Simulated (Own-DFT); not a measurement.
# What random displacements cost in diamond germanium, 16 atoms (Ge16)

All numbers below are calculated, not measured. The program, named Own-DFT, is a retired in-house plane-wave density functional code that no person has reviewed. Each row is one single-point run on a periodic cell that was not relaxed, without spin or spin-orbit coupling.

Settings of every run: PBE; PseudoDojo norm-conserving scalar-relativistic files; cutoff 42 hartree; 5 x 5 x 5 k mesh centred on Gamma; Fermi-Dirac smearing of 0.1 eV.

Known limits: k mesh not checked against a denser one; stress not checked against mesh or cutoff.

Cell vectors in Å: (0.000, 5.658, 5.658); (5.658, 0.000, 5.658); (5.658, 5.658, 0.000). In each run every atom was moved at random and independently from its ideal site; u is the rms move along one axis. E is the free energy for each atom above the fitted value at u = 0, and F the rms of the force components.

| run | u (Å) | E (meV/atom) | F (eV/Å) | largest force (eV/Å) | P (GPa) |
|---|---|---|---|---|---|
| 1 | 0.0186 | 7.4 | 0.294 | 0.74 | 3.89 |
| 2 | 0.0220 | 8.9 | 0.316 | 0.91 | 3.90 |
| 3 | 0.0224 | 9.3 | 0.332 | 0.91 | 3.92 |
| 4 | 0.0536 | 55.1 | 0.861 | 2.39 | 4.47 |
| 5 | 0.0559 | ? | ? | ? | ? |
| 6 | 0.0569 | 55.1 | 0.859 | 2.70 | 4.46 |
| 7 | 0.0829 | 136.7 | 1.306 | 3.50 | 5.60 |
| 8 | 0.0934 | 178.5 | 1.655 | 5.48 | 6.23 |
| 9 | 0.1780 | 457.0 | 2.438 | 7.51 | 9.60 |

## Worked fit

For small independent moves the energy grows as E = (3/2) K u², with K the mean stiffness felt by one atom. The runs with u up to 0.11 Å give K = 12.8 ± 0.5 eV/Å², with residuals divided by u² + 0.0006 Å², since the noise grows with the moves. The scatter is 3.4 meV/atom at u = 0.05 Å. The forces follow F = G u with G = 15.7 eV/Å²; no force at u = 0 is resolved. G exceeds K because the moves of its neighbours add to the force on an atom, and stiffness differs between atoms. At u = 0.178 Å the parabola gives 609 meV/atom and the run 457. The pressure follows P = 3.73 + 276 u² GPa: at fixed volume, shortened bonds push harder than stretched ones pull.

## Withheld run

Question: what energy and rms force should run 5 give?

The fit gives 60 ± 5 meV/atom and about 0.88 eV/Å. The calculation gave 64.0 meV/atom and 0.899 eV/Å.
